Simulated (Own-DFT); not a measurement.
SiC (2H silicon carbide, atoms displaced) (calculated)

Computed with Own-DFT development build. A calculation, not a measurement: plane-wave PBE density functional theory by an unreviewed code, no spin, of a simulated periodic cell, stress positive in tension, free energy of the whole cell less one offset for each atom, forces on such cells passed a denser k mesh, this cell's mesh not checked; offsets are fitted by least squares, one for each functional and potential file, so energies compare only between cells with the same atoms and settings and are not formation energies; the far tail of each file's local potential was reset to the Coulomb form; each entry is a single point on an unrelaxed cell, so the pressure reflects the starting lattice, mostly measured values (interpolated for alloys), from which strain is counted, and rises with the displacements; printed positions are rounded, which can move forces by about a meV/angstrom; the program, named Own-DFT, is a retired in-house code; no spin-orbit coupling.

Common to all runs: functional PBE; potential files PseudoDojo norm-conserving, scalar-relativistic, standard set; wave cutoff 42 hartree; occupations Fermi-Dirac; smearing width 0.1 eV; hardware one NVIDIA H100; k mesh 4 x 4 x 3 centred on Gamma.

```json
{"entry": 1, "formula": "SiC", "kind": "2H silicon carbide, atoms displaced", "structure": {"cell_angstrom": [[9.2481, 0.0, 0.0], [-4.6241, 8.0091, 0.0], [0.0, 0.0, 10.0681]], "atoms_fractional": [["Si", 0.00163, 0.004, 0.00311], ["Si", 0.10501, 0.2126, 0.25236], ["C", 0.00328, 0.00097, 0.18322], ["C", 0.1135, 0.22507, 0.43746], ["Si", 0.99875, 0.99781, 0.49775], ["Si", 0.10837, 0.2174, 0.74947], ["C", 0.9981, 0.00086, 0.68688], ["C", 0.11107, 0.2237, 0.94065], ["Si", 0.99672, 0.32729, 0.99838], ["Si", 0.11039, 0.55513, 0.25093], ["C", 0.00535, 0.32779, 0.18637], ["C", 0.11295, 0.55794, 0.43949], ["Si", 0.00456, 0.33484, 0.49937], ["Si", 0.11209, 0.55438, 0.74786], ["C", 0.99741, 0.33055, 0.6893], ["C", 0.10888, 0.55501, 0.94246], ["Si", 0.00136, 0.6713, 0.00339], ["Si", 0.1086, 0.88398, 0.25248], ["C", 0.9994, 0.66846, 0.19042], ["C", 0.11466, 0.88973, 0.43653], ["Si", 0.99944, 0.66577, 0.49607], ["Si", 0.11054, 0.89039, 0.75532], ["C", 0.00035, 0.66197, 0.69129], ["C", 0.11015, 0.88654, 0.94041], ["Si", 0.32589, 0.99964, 0.99634], ["Si", 0.43953, 0.22157, 0.24729], ["C", 0.33476, 0.99708, 0.18967], ["C", 0.44877, 0.22225, 0.43361], ["Si", 0.33145, 0.99551, 0.50472], ["Si", 0.4461, 0.22217, 0.7523], ["C", 0.33273, 0.00257, 0.68784], ["C", 0.44302, 0.2264, 0.94039], ["Si", 0.33712, 0.32779, 0.99606], ["Si", 0.45266, 0.55449, 0.25619], ["C", 0.3277, 0.33609, 0.18694], ["C", 0.44369, 0.55949, 0.43906], ["Si", 0.33385, 0.33697, 0.50175], ["Si", 0.44719, 0.55958, 0.74694], ["C", 0.3352, 0.33558, 0.68618], ["C", 0.44027, 0.55232, 0.93935], ["Si", 0.33835, 0.67149, 0.99353], ["Si", 0.44201, 0.89346, 0.24864], ["C", 0.33137, 0.66427, 0.18717], ["C", 0.44391, 0.88893, 0.43896], ["Si", 0.33206, 0.66911, 0.49765], ["Si", 0.44258, 0.88963, 0.75047], ["C", 0.3352, 0.66839, 0.68394], ["C", 0.44988, 0.88919, 0.93932], ["Si", 0.66202, 0.99431, 0.00328], ["Si", 0.77798, 0.21694, 0.25115], ["C", 0.66705, 0.00199, 0.19058], ["C", 0.77714, 0.22258, 0.43963], ["Si", 0.66212, 0.99469, 0.50423], ["Si", 0.78478, 0.22598, 0.75225], ["C", 0.66883, 0.00061, 0.68895], ["C", 0.7745, 0.22155, 0.93706], ["Si", 0.66528, 0.32843, 0.00137], ["Si", 0.77822, 0.55548, 0.25436], ["C", 0.66966, 0.33362, 0.19346], ["C", 0.77501, 0.55295, 0.43332], ["Si", 0.67076, 0.33393, 0.50166], ["Si", 0.78152, 0.56116, 0.74858], ["C", 0.66642, 0.34031, 0.68182], ["C", 0.77642, 0.55684, 0.93296], ["Si", 0.66513, 0.66363, 0.00189], ["Si", 0.78049, 0.89109, 0.24743], ["C", 0.66656, 0.66417, 0.18203], ["C", 0.78344, 0.89232, 0.43534], ["Si", 0.66605, 0.66497, 0.49836], ["Si", 0.771, 0.88423, 0.74964], ["C", 0.65358, 0.66026, 0.68711], ["C", 0.7754, 0.88791, 0.93804]]}, "results": {"free_energy_of_cell_above_offsets [eV]": "-10.155", "pressure [GPa]": 3.83, "stress_xx [GPa]": -3.18, "stress_yy [GPa]": -2.21, "stress_zz [GPa]": -6.11, "stress_yz [GPa]": -0.42, "stress_xz [GPa]": 0.23, "stress_xy [GPa]": 0.03, "force_element": ["Si", "Si", "C", "C", "Si", "Si", "C", "C", "Si", "Si", "C", "C", "Si", "Si", "C", "C", "Si", "Si", "C", "C", "Si", "Si", "C", "C", "Si", "Si", "C", "C", "Si", "Si", "C", "C", "Si", "Si", "C", "C", "Si", "Si", "C", "C", "Si", "Si", "C", "C", "Si", "Si", "C", "C", "Si", "Si", "C", "C", "Si", "Si", "C", "C", "Si", "Si", "C", "C", "Si", "Si", "C", "C", "Si", "Si", "C", "C", "Si", "Si", "C", "C"], "force_x [eV/angstrom]": [-0.382, 0.747, -0.101, 0.112, 0.597, 0.208, 0.179, 0.703, -0.076, 0.78, -1.849, -0.284, -1.032, 0.154, 1.109, 0.267, -0.115, 0.472, 0.057, -0.691, -0.237, -0.127, -0.497, -0.811, 1.966, 0.489, -1.827, -0.928, 0.158, -0.275, 0.05, 1.916, -3.043, -2.176, 1.404, 0.591, 1.089, -1.572, -0.407, 0.799, -0.742, 1.426, 0.654, -0.075, 0.404, 0.688, -0.488, -1.908, 0.821, 0.04, 0.05, 0.947, 0.555, -1.78, -0.77, 0.481, -0.049, -0.122, -0.367, 0.279, -0.908, -0.762, 0.925, 0.435, -0.306, -0.225, 0.451, -0.843, -0.151, 0.544, 2.912, 0.47], "force_y [eV/angstrom]": [-0.595, 1.897, -1.049, -0.764, 0.775, 1.055, -1.196, -0.741, 1.28, -0.452, 0.304, -0.517, -0.465, -0.169, 0.621, 0.206, -1.679, 1.057, -0.704, -0.344, 0.121, -0.549, 1.45, 0.81, 0.01, 0.296, 0.797, -0.129, 1.492, 0.972, -0.443, -1.807, 2.08, 0.193, -0.907, -0.312, -0.731, -1.571, -0.535, 0.311, -1.728, -1.737, 0.838, 0.047, 0.089, 0.092, 0.022, 0.508, 1.2, 1.411, -0.918, -0.469, 1.14, -0.498, 0.089, -0.691, 1.487, -0.204, -0.325, 0.618, -0.464, -0.867, -0.814, -0.317, 0.005, -0.64, 0.521, -0.923, 0.426, 0.288, 1.806, -0.058], "force_z [eV/angstrom]": [-1.443, -0.52, 1.581, 0.362, 0.514, 0.28, 0.178, -1.132, 0.702, -0.742, 0.542, -0.36, 0.152, 1.085, -0.432, -1.012, -0.443, -0.663, -0.024, 0.66, 0.978, -1.256, -1.208, -0.275, 1.308, 0.383, -1.188, 1.258, -1.399, -1.022, 1.165, -0.975, 1.581, -1.828, 0.117, 0.215, -0.794, 1.286, 0.85, -0.984, 1.896, 0.48, 0.262, -0.104, 0.061, -0.158, 0.661, -0.845, -0.317, 0.246, -0.446, 0.097, -0.901, -0.8, 0.295, 0.395, 0.438, -1.879, -1.199, 1.751, -1.332, -0.077, 2.073, 1.309, -1.474, -0.106, 2.078, 0.217, 0.129, 0.151, -0.745, 0.348], "wall_time [s]": 365.9}}
{"entry": 2, "formula": "SiC", "kind": "2H silicon carbide, atoms displaced", "structure": {"cell_angstrom": [[9.2481, 0.0, 0.0], [-4.6241, 8.0091, 0.0], [0.0, 0.0, 10.0681]], "atoms_fractional": [["Si", 0.00093, 0.99916, 0.00257], ["Si", 0.1044, 0.21975, 0.25124], ["C", 0.00487, 0.00012, 0.18959], ["C", 0.10881, 0.22474, 0.43698], ["Si", 0.00351, 0.00022, 0.50204], ["Si", 0.11287, 0.2201, 0.75054], ["C", 0.00215, 0.00112, 0.69196], ["C", 0.11044, 0.22273, 0.93651], ["Si", 0.99755, 0.33375, 0.99898], ["Si", 0.11169, 0.55361, 0.24972], ["C", 0.99662, 0.32607, 0.18602], ["C", 0.10441, 0.54814, 0.4405], ["Si", 0.00378, 0.33858, 0.49535], ["Si", 0.10346, 0.56176, 0.75443], ["C", 0.99688, 0.33041, 0.68787], ["C", 0.10969, 0.55082, 0.93697], ["Si", 0.99982, 0.66775, 0.00392], ["Si", 0.11043, 0.88461, 0.25082], ["C", 0.9991, 0.66581, 0.18193], ["C", 0.10802, 0.88643, 0.43782], ["Si", 0.99898, 0.66541, 0.49724], ["Si", 0.11178, 0.8889, 0.75223], ["C", 0.00583, 0.66916, 0.68904], ["C", 0.11014, 0.88642, 0.93735], ["Si", 0.33891, 0.00323, 0.9928], ["Si", 0.44484, 0.22382, 0.25214], ["C", 0.33965, 0.00192, 0.18652], ["C", 0.44033, 0.22326, 0.44133], ["Si", 0.3378, 0.00086, 0.49969], ["Si", 0.44215, 0.22237, 0.74585], ["C", 0.33048, 0.0006, 0.69029], ["C", 0.44354, 0.21991, 0.93954], ["Si", 0.33215, 0.33704, 0.99819], ["Si", 0.4464, 0.55647, 0.24296], ["C", 0.32956, 0.33029, 0.18764], ["C", 0.45216, 0.56204, 0.43369], ["Si", 0.33554, 0.33476, 0.50045], ["Si", 0.44998, 0.55444, 0.74542], ["C", 0.33518, 0.33245, 0.68712], ["C", 0.44248, 0.55836, 0.93802], ["Si", 0.33457, 0.67255, 0.99966], ["Si", 0.43812, 0.88308, 0.25381], ["C", 0.33244, 0.66501, 0.19209], ["C", 0.44765, 0.88457, 0.43986], ["Si", 0.33228, 0.67061, 0.49625], ["Si", 0.44854, 0.88782, 0.75012], ["C", 0.33537, 0.66955, 0.68593], ["C", 0.44682, 0.88904, 0.93595], ["Si", 0.67004, 0.00332, 0.99994], ["Si", 0.77823, 0.22453, 0.2514], ["C", 0.65782, 0.99489, 0.18648], ["C", 0.78048, 0.22081, 0.44677], ["Si", 0.6642, 0.00076, 0.49938], ["Si", 0.77939, 0.22552, 0.74999], ["C", 0.66684, 0.0, 0.68628], ["C", 0.78364, 0.22405, 0.93438], ["Si", 0.66532, 0.32935, 0.99701], ["Si", 0.77966, 0.55383, 0.25172], ["C", 0.66685, 0.33087, 0.18684], ["C", 0.78007, 0.55795, 0.43884], ["Si", 0.66666, 0.3329, 0.50525], ["Si", 0.77698, 0.55729, 0.75032], ["C", 0.66465, 0.3339, 0.68756], ["C", 0.77394, 0.55328, 0.93461], ["Si", 0.66627, 0.66895, 0.004], ["Si", 0.77652, 0.89209, 0.25296], ["C", 0.66577, 0.66763, 0.19011], ["C", 0.7765, 0.89131, 0.43735], ["Si", 0.66717, 0.67033, 0.4977], ["Si", 0.77737, 0.88869, 0.75771], ["C", 0.66755, 0.66635, 0.67975], ["C", 0.77734, 0.89327, 0.93805]]}, "results": {"free_energy_of_cell_above_offsets [eV]": "-10.587", "pressure [GPa]": 3.74, "stress_xx [GPa]": -2.33, "stress_yy [GPa]": -3.11, "stress_zz [GPa]": -5.79, "stress_yz [GPa]": 0.53, "stress_xz [GPa]": -0.16, "stress_xy [GPa]": 0.22, "force_element": ["Si", "Si", "C", "C", "Si", "Si", "C", "C", "Si", "Si", "C", "C", "Si", "Si", "C", "C", "Si", "Si", "C", "C", "Si", "Si", "C", "C", "Si", "Si", "C", "C", "Si", "Si", "C", "C", "Si", "Si", "C", "C", "Si", "Si", "C", "C", "Si", "Si", "C", "C", "Si", "Si", "C", "C", "Si", "Si", "C", "C", "Si", "Si", "C", "C", "Si", "Si", "C", "C", "Si", "Si", "C", "C", "Si", "Si", "C", "C", "Si", "Si", "C", "C"], "force_x [eV/angstrom]": [0.083, 1.5, -1.06, 0.997, -1.201, -0.905, -0.185, 0.15, 1.07, -0.482, -0.581, 0.394, -0.14, 3.197, 0.58, -0.56, 0.039, 0.379, 0.355, 1.04, 0.119, -0.204, -2.22, 0.172, -0.626, -0.09, -0.994, 1.422, -0.845, 0.616, 1.019, -0.336, 0.354, -0.191, 0.01, -1.202, -1.014, -1.487, -0.585, 0.697, -0.088, 0.486, -0.361, -1.536, 0.895, -0.712, -0.299, 0.058, -0.658, -0.224, 0.902, -1.146, 1.315, 0.123, 0.173, -1.252, 0.012, -0.641, -0.258, -0.253, -0.018, 0.322, 0.259, 0.139, 0.056, 0.376, 0.944, 0.651, 0.412, -0.042, 0.304, 0.778], "force_y [eV/angstrom]": [0.463, 0.073, -0.502, -0.318, 0.244, 0.854, -0.653, -0.207, -0.283, -0.531, 1.11, 2.479, -2.021, -1.767, 1.125, 1.399, -0.658, 0.942, -0.281, 0.192, 0.105, 0.042, 0.316, 0.334, -0.946, -0.344, -0.574, -0.278, -0.483, -0.224, -0.238, 1.041, -0.7, -0.795, 0.463, -1.044, 0.781, 0.545, 0.234, 0.157, -0.987, 0.978, -0.014, 1.298, -1.697, 0.18, -0.807, 0.503, -0.14, -1.196, 0.85, 0.566, -0.243, -0.716, 0.197, -0.357, 0.498, 0.056, 0.623, -0.614, 0.266, 0.037, 0.164, 0.516, -0.312, -0.211, 0.198, 0.282, 0.112, 0.168, 0.528, -0.781], "force_z [eV/angstrom]": [-0.412, -0.241, 0.008, 0.373, -0.028, -0.173, -0.477, 0.523, -0.134, -0.142, 0.222, -1.528, 2.317, -0.995, -0.166, 1.096, -2.145, -0.554, 2.247, 0.011, 1.027, -0.355, -0.789, 0.527, 1.416, -0.472, 0.251, -0.566, 0.407, 1.045, -0.533, -1.092, 0.374, 1.373, -0.049, 0.208, -0.525, 0.449, -0.011, -0.23, 0.051, -0.765, -1.048, -0.632, 1.14, -0.545, 0.242, 0.174, 0.085, 0.37, 0.605, -1.905, 0.724, -0.826, 0.69, 0.685, 0.233, -0.493, 0.24, -0.098, -1.094, -0.733, 0.778, 1.084, -0.782, -0.712, -0.297, 0.481, -0.609, -2.359, 1.912, 1.145], "wall_time [s]": 357.7}}
{"entry": 3, "formula": "SiC", "kind": "2H silicon carbide, atoms displaced", "structure": {"cell_angstrom": [[9.2481, 0.0, 0.0], [-4.6241, 8.0091, 0.0], [0.0, 0.0, 10.0681]], "atoms_fractional": [["Si", 0.0027, 0.00602, 0.00101], ["Si", 0.11271, 0.22327, 0.24744], ["C", 0.99842, 0.99936, 0.18736], ["C", 0.12049, 0.22606, 0.43919], ["Si", 0.99697, 0.99497, 0.50288], ["Si", 0.11299, 0.22186, 0.7502], ["C", 0.00259, 0.9985, 0.6894], ["C", 0.10429, 0.21487, 0.94086], ["Si", 0.00057, 0.33516, 0.00063], ["Si", 0.10886, 0.55496, 0.25175], ["C", 0.99757, 0.3338, 0.19192], ["C", 0.10766, 0.55863, 0.43676], ["Si", 0.99585, 0.33506, 0.49739], ["Si", 0.11141, 0.55946, 0.75384], ["C", 0.99831, 0.3403, 0.68113], ["C", 0.11182, 0.55573, 0.93429], ["Si", 0.9972, 0.66382, 0.00196], ["Si", 0.11496, 0.88692, 0.2513], ["C", 0.00161, 0.66439, 0.18833], ["C", 0.1068, 0.88376, 0.43802], ["Si", 0.99932, 0.66416, 0.49964], ["Si", 0.10937, 0.88911, 0.74892], ["C", 0.00067, 0.66426, 0.68404], ["C", 0.1077, 0.88513, 0.93737], ["Si", 0.33102, 0.00251, 0.99261], ["Si", 0.44779, 0.22506, 0.24645], ["C", 0.33831, 0.00663, 0.18451], ["C", 0.43939, 0.22439, 0.43225], ["Si", 0.33373, 0.00306, 0.50138], ["Si", 0.44416, 0.22321, 0.75206], ["C", 0.33093, 0.99763, 0.68741], ["C", 0.44673, 0.22745, 0.93982], ["Si", 0.33382, 0.33273, 0.99986], ["Si", 0.4383, 0.55667, 0.24877], ["C", 0.32877, 0.33318, 0.19153], ["C", 0.45329, 0.55708, 0.43128], ["Si", 0.33089, 0.33059, 0.49805], ["Si", 0.44785, 0.56195, 0.75038], ["C", 0.32605, 0.33032, 0.68422], ["C", 0.44837, 0.55835, 0.93908], ["Si", 0.3295, 0.66481, 0.99655], ["Si", 0.44154, 0.89144, 0.24963], ["C", 0.33446, 0.66873, 0.19393], ["C", 0.44782, 0.89576, 0.43577], ["Si", 0.33143, 0.66145, 0.49384], ["Si", 0.44213, 0.88477, 0.74835], ["C", 0.33084, 0.66976, 0.68633], ["C", 0.44747, 0.88936, 0.93906], ["Si", 0.67243, 0.00849, 0.9968], ["Si", 0.78218, 0.22317, 0.25275], ["C", 0.66566, 0.99558, 0.17935], ["C", 0.78307, 0.22317, 0.43562], ["Si", 0.65693, 0.99238, 0.49868], ["Si", 0.77867, 0.22256, 0.74531], ["C", 0.66229, 0.99722, 0.68813], ["C", 0.78112, 0.2279, 0.93631], ["Si", 0.66423, 0.33843, 0.0012], ["Si", 0.77956, 0.55376, 0.24937], ["C", 0.66702, 0.3336, 0.18189], ["C", 0.7784, 0.55563, 0.44063], ["Si", 0.66976, 0.33901, 0.50046], ["Si", 0.77593, 0.55764, 0.75344], ["C", 0.66733, 0.33079, 0.6976], ["C", 0.77848, 0.55157, 0.93126], ["Si", 0.66808, 0.66864, 0.99851], ["Si", 0.77436, 0.88683, 0.25186], ["C", 0.66813, 0.66954, 0.18425], ["C", 0.78203, 0.88958, 0.43261], ["Si", 0.66869, 0.6724, 0.50381], ["Si", 0.77798, 0.88996, 0.75095], ["C", 0.66526, 0.66458, 0.68777], ["C", 0.77606, 0.89197, 0.93839]]}, "results": {"free_energy_of_cell_above_offsets [eV]": "-10.194", "pressure [GPa]": 3.9, "stress_xx [GPa]": -3.0, "stress_yy [GPa]": -2.35, "stress_zz [GPa]": -6.35, "stress_yz [GPa]": 0.18, "stress_xz [GPa]": -0.45, "stress_xy [GPa]": -0.75, "force_element": ["Si", "Si", "C", "C", "Si", "Si", "C", "C", "Si", "Si", "C", "C", "Si", "Si", "C", "C", "Si", "Si", "C", "C", "Si", "Si", "C", "C", "Si", "Si", "C", "C", "Si", "Si", "C", "C", "Si", "Si", "C", "C", "Si", "Si", "C", "C", "Si", "Si", "C", "C", "Si", "Si", "C", "C", "Si", "Si", "C", "C", "Si", "Si", "C", "C", "Si", "Si", "C", "C", "Si", "Si", "C", "C", "Si", "Si", "C", "C", "Si", "Si", "C", "C"], "force_x [eV/angstrom]": [-0.291, -0.53, 0.467, -2.475, 0.552, -1.484, -1.195, 0.678, -0.244, 0.582, 0.888, 1.04, 1.923, -0.029, 0.979, -0.229, 0.227, -0.898, -0.394, 0.553, -0.371, 0.625, -0.929, -0.197, 0.882, -0.675, -0.579, 1.743, -0.352, -0.25, 0.16, -0.454, -0.785, 1.943, 0.977, -1.316, 0.649, -0.852, 1.485, -0.704, 0.877, 1.023, -1.287, -1.051, 0.028, -0.335, 0.788, -0.778, -0.433, -1.106, -0.377, -1.697, 1.889, 0.338, 0.61, -0.322, 1.399, -0.995, 0.382, -0.27, -0.342, 1.191, -1.079, -0.723, 0.338, 0.459, 0.099, -1.174, 0.536, 0.005, -0.015, 0.9], "force_y [eV/angstrom]": [-2.449, -0.788, -0.09, -1.118, 1.343, 0.152, 0.17, 2.471, -0.355, 0.053, 0.346, -0.651, 0.078, -0.622, -0.884, -0.129, 0.292, 0.828, 0.263, 0.596, 0.45, -0.913, 0.586, 0.491, -0.548, 0.1, -0.881, -0.263, -0.155, -0.139, 0.645, -0.706, 0.372, -0.068, 0.521, -0.104, 1.251, -1.237, 1.096, -0.621, 0.886, 0.46, -0.172, -1.445, 0.823, 0.848, -0.891, 0.167, -0.799, -1.079, 0.951, -0.748, 1.596, -0.059, 0.173, -0.025, -0.816, 0.433, 0.228, 0.451, -1.373, -0.564, 0.719, 1.288, 0.384, 0.353, -1.021, -0.026, -0.815, 0.029, 0.791, -0.131], "force_z [eV/angstrom]": [0.36, 1.112, 0.427, -0.571, -0.885, -0.309, -0.199, -0.997, 0.136, -0.208, -0.962, -0.12, -0.005, -1.874, 1.471, 1.382, -0.578, -0.548, -0.199, 0.194, 0.175, 0.072, 1.152, -0.038, 1.061, 0.205, -0.072, 1.052, -0.63, -0.583, 0.49, -0.543, 0.494, -0.451, -1.413, 1.652, 0.031, -0.294, 0.93, -0.383, 1.154, -0.836, -1.428, 0.02, 0.54, 0.617, -0.332, -0.693, -0.041, -1.354, 2.177, 0.707, 0.172, 0.941, -0.557, -0.088, -1.111, 0.131, 1.642, -0.535, 0.422, -1.793, -2.05, 2.22, 0.179, -1.797, 0.688, 1.849, -1.357, 0.128, 0.33, -0.48], "wall_time [s]": 367.2}}
{"entry": 4, "formula": "SiC", "kind": "2H silicon carbide, atoms displaced", "structure": {"cell_angstrom": [[9.2481, 0.0, 0.0], [-4.6241, 8.0091, 0.0], [0.0, 0.0, 10.0681]], "atoms_fractional": [["Si", 0.99854, 2e-05, 0.0018], ["Si", 0.11237, 0.22327, 0.25026], ["C", 0.99893, 0.00287, 0.18868], ["C", 0.1071, 0.2219, 0.43425], ["Si", 0.00346, 0.00136, 0.49879], ["Si", 0.1097, 0.22165, 0.74901], ["C", 0.99676, 0.9962, 0.68948], ["C", 0.11328, 0.22276, 0.93085], ["Si", 0.99463, 0.32855, 0.00149], ["Si", 0.10738, 0.55853, 0.24918], ["C", 0.99859, 0.3335, 0.18965], ["C", 0.1102, 0.55943, 0.43752], ["Si", 0.99682, 0.33493, 0.50704], ["Si", 0.1117, 0.55692, 0.74801], ["C", 0.0023, 0.33202, 0.68351], ["C", 0.10507, 0.55075, 0.94247], ["Si", 0.00212, 0.66175, 0.99675], ["Si", 0.11425, 0.89205, 0.25326], ["C", 0.00946, 0.67735, 0.18903], ["C", 0.11442, 0.88544, 0.43714], ["Si", 0.00208, 0.6679, 0.49728], ["Si", 0.1175, 0.89276, 0.74911], ["C", 0.00221, 0.66477, 0.68694], ["C", 0.10989, 0.88889, 0.93617], ["Si", 0.33234, 0.99763, 0.00556], ["Si", 0.44137, 0.21379, 0.24647], ["C", 0.34207, 0.00054, 0.18605], ["C", 0.43781, 0.21648, 0.4389], ["Si", 0.33407, 0.00054, 0.49668], ["Si", 0.44341, 0.22559, 0.74708], ["C", 0.33335, 0.99978, 0.6862], ["C", 0.43937, 0.22031, 0.93468], ["Si", 0.33369, 0.33665, 0.99685], ["Si", 0.43913, 0.55252, 0.25621], ["C", 0.33765, 0.33758, 0.18435], ["C", 0.44714, 0.55783, 0.43863], ["Si", 0.33444, 0.3336, 0.49903], ["Si", 0.44301, 0.55668, 0.75186], ["C", 0.33213, 0.33422, 0.68986], ["C", 0.44355, 0.55024, 0.93838], ["Si", 0.33466, 0.67275, 0.99932], ["Si", 0.44354, 0.88941, 0.25419], ["C", 0.32512, 0.66386, 0.18832], ["C", 0.44742, 0.88624, 0.43847], ["Si", 0.33771, 0.66768, 0.50618], ["Si", 0.4443, 0.88748, 0.7516], ["C", 0.32998, 0.67054, 0.68766], ["C", 0.44621, 0.89426, 0.93365], ["Si", 0.66642, 0.99749, 0.00128], ["Si", 0.7775, 0.22467, 0.25793], ["C", 0.66386, 0.99989, 0.18639], ["C", 0.78143, 0.22466, 0.43324], ["Si", 0.66886, 0.00521, 0.49994], ["Si", 0.78623, 0.22513, 0.75163], ["C", 0.66566, 0.00763, 0.68364], ["C", 0.77476, 0.22191, 0.93916], ["Si", 0.66724, 0.33277, 0.99538], ["Si", 0.78034, 0.55888, 0.25404], ["C", 0.66506, 0.33762, 0.18706], ["C", 0.78188, 0.55875, 0.43564], ["Si", 0.67251, 0.33357, 0.49397], ["Si", 0.77547, 0.55665, 0.75219], ["C", 0.67196, 0.33725, 0.69586], ["C", 0.77418, 0.55574, 0.93772], ["Si", 0.66972, 0.66678, 0.9975], ["Si", 0.77753, 0.88768, 0.24731], ["C", 0.67175, 0.67227, 0.18705], ["C", 0.78001, 0.88773, 0.43856], ["Si", 0.66899, 0.66856, 0.49568], ["Si", 0.77748, 0.89126, 0.74553], ["C", 0.66766, 0.66509, 0.68501], ["C", 0.78002, 0.89177, 0.93801]]}, "results": {"free_energy_of_cell_above_offsets [eV]": "-10.369", "pressure [GPa]": 3.81, "stress_xx [GPa]": -1.85, "stress_yy [GPa]": -2.88, "stress_zz [GPa]": -6.71, "stress_yz [GPa]": -0.11, "stress_xz [GPa]": 0.15, "stress_xy [GPa]": 0.38, "force_element": ["Si", "Si", "C", "C", "Si", "Si", "C", "C", "Si", "Si", "C", "C", "Si", "Si", "C", "C", "Si", "Si", "C", "C", "Si", "Si", "C", "C", "Si", "Si", "C", "C", "Si", "Si", "C", "C", "Si", "Si", "C", "C", "Si", "Si", "C", "C", "Si", "Si", "C", "C", "Si", "Si", "C", "C", "Si", "Si", "C", "C", "Si", "Si", "C", "C", "Si", "Si", "C", "C", "Si", "Si", "C", "C", "Si", "Si", "C", "C", "Si", "Si", "C", "C"], "force_x [eV/angstrom]": [0.677, -0.26, 0.862, 0.562, -0.159, 0.53, 0.612, -0.901, 0.671, 0.627, -0.146, 1.091, 1.02, -0.417, -0.161, 1.431, -1.757, -0.103, -1.151, -0.77, -0.058, -0.765, -0.88, 0.469, -0.466, -0.239, -1.554, 1.087, 0.498, 0.878, 0.378, 0.573, 0.229, 0.499, -0.372, -0.179, -0.686, 0.368, -0.19, -0.572, 0.257, 1.027, 1.222, -0.456, -0.99, -0.519, 1.305, 0.263, -0.333, 0.04, 0.292, -0.215, 0.49, -1.52, 0.823, 0.946, -1.24, -0.025, 0.829, -0.29, -1.434, 0.943, -0.159, 1.206, -0.822, -0.469, -0.639, -0.409, 0.204, -0.238, -0.95, -0.414], "force_y [eV/angstrom]": [0.287, 0.536, -0.095, 0.49, -0.329, -0.501, 0.807, -0.083, 0.142, -0.6, -0.017, -0.736, 0.397, -0.466, 0.478, 0.098, 1.378, 0.337, -1.321, 0.988, -0.169, -0.844, 0.579, -0.33, 0.653, 2.255, -0.573, 1.127, -0.87, -0.728, 0.507, 0.033, -1.154, 1.036, -1.137, -0.525, -0.161, 0.015, 0.261, 2.119, -1.165, -1.02, 0.742, 0.683, -0.168, 1.31, -0.609, -0.816, 0.558, -0.161, 0.146, -0.298, -0.82, -0.09, -0.83, -0.467, 0.032, 0.275, -0.433, -0.5, 0.238, 0.344, -0.6, -0.071, 0.239, 0.676, -1.196, 0.777, -0.235, -0.384, 0.467, -0.508], "force_z [eV/angstrom]": [-0.697, -0.637, 0.003, 1.257, 0.198, -0.484, -0.797, 1.749, 0.145, 0.272, -0.037, 0.455, -2.913, 0.789, 1.892, -1.531, 0.813, -1.009, -0.605, 0.182, 0.934, 0.081, 0.077, 0.722, -2.161, 0.35, 0.954, -0.803, 1.093, 0.466, -0.235, 0.741, 0.348, -1.962, 0.747, 0.651, 0.274, -0.447, -0.955, -0.268, 0.284, -0.785, 0.147, 0.355, -1.625, -0.972, 0.901, 1.15, -0.258, -3.554, 0.951, 2.328, -0.57, 0.086, 0.929, -0.334, 0.754, -1.864, 0.357, 0.74, 1.592, -0.535, -1.897, 0.08, 0.762, 0.585, 0.228, -0.383, 0.774, 0.467, 0.224, -0.566], "wall_time [s]": 351.6}}
```
